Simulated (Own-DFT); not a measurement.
# Reading a pressure off an energy slope: monoclinic HfO2, 94 atoms (Hf32O62), with two O vacancies

These are calculations. Each geometry was run twice at fixed positions with Own-DFT, a retired in-house plane-wave program that no person has reviewed: with PBE, and with HSE06 (exact exchange share 0.25 at short range, screening 0.11 per bohr, Gygi-Baldereschi treatment of its divergence). Both used PseudoDojo norm-conserving files made for PBE, a cutoff of 48 hartree, the Gamma point alone, fixed occupations, a neutral cell and no spin. One k point on a cell 10.1 Å thick isn't converged, and results move with the size of the cell. The hafnium file keeps the 4f electrons in the core, and its forces lie about 75 meV/Å off all-electron values. The oxygen file's force components were 24 meV/Å off all-electron values in a glass.

Unstrained cell vectors in Å: (10.234, 0.000, 0.000); (0.000, 10.350, 0.000); (-1.696, 0.000, 10.445), volume V0 = 1106.4 Å³, from measured lattice constants. Each geometry has its own random strain of a few per cent, its own defect sites and random moves of rms u per axis. HSE06 gave the energy alone. D is its energy less that of PBE, over the lowest D shown. The PBE stress wasn't checked against mesh or cutoff.

| run | V - V0 (Å³) | u (Å) | P with PBE (GPa) | D (eV) |
|---|---|---|---|---|
| 1 | -30.4 | 0.0282 | 10.70 | 0.424 |
| 2 | -25.4 | 0.0521 | 11.92 | 0.697 |
| 3 | 31.2 | 0.0504 | -0.93 | 2.120 |
| 4 | 25.3 | 0.0305 | -1.25 | 1.715 |
| 5 | 46.7 | 0.0491 | -4.15 | 2.390 |
| 6 | -46.0 | 0.0303 | 16.08 | 0.000 |
| 7 | -13.2 | 0.0280 | 6.98 | 0.756 |
| 8 | -11.6 | 0.0309 | 6.12 | 0.917 |
| 9 | -15.9 | 0.0303 | 7.74 | 0.667 |
| 10 | 36.2 | 0.0474 | -2.53 | 2.190 |
| 11 | -15.1 | 0.0519 | 9.88 | 0.965 |
| 12 | -8.8 | 0.0307 | 5.39 | 1.052 |
| 13 | 32.6 | 0.0490 | -1.15 | 1.977 |
| 14 | -3.7 | 0.0302 | 4.31 | ? |

## Fit

D = 1.04 + 0.0240 (V - V0) + 102 u² eV, with an error of 0.0008 on the volume slope, 27 on the last term and a scatter of 0.07 eV. Pressure is -dE/dV, and 1 eV/Å³ is 160.2 GPa, so HSE06 changes the pressure by -3.8 ± 0.1 GPa. With the ions held to the strained lattice, the PBE pressure falls by 253 ± 7 GPa per unit of volume strain; the shape of the strain isn't fitted, so the true error is larger, and a relaxed crystal would be softer. On that slope HSE06's volume at a given pressure is about 1.5 % smaller, or 0.5 % in lengths. At u = 0 and V0 the PBE pressure is 3.0 GPa, which puts the zero-pressure volume, against the measured cell and with the defects in, at +1.2 % for PBE and -0.4 % for HSE06, each good to a few tenths of a per cent.

## Check

The question: what D should run 14 give?

The fit gives 1.05 eV, with rows scattering by 0.07. The calculation gave 0.984 eV.
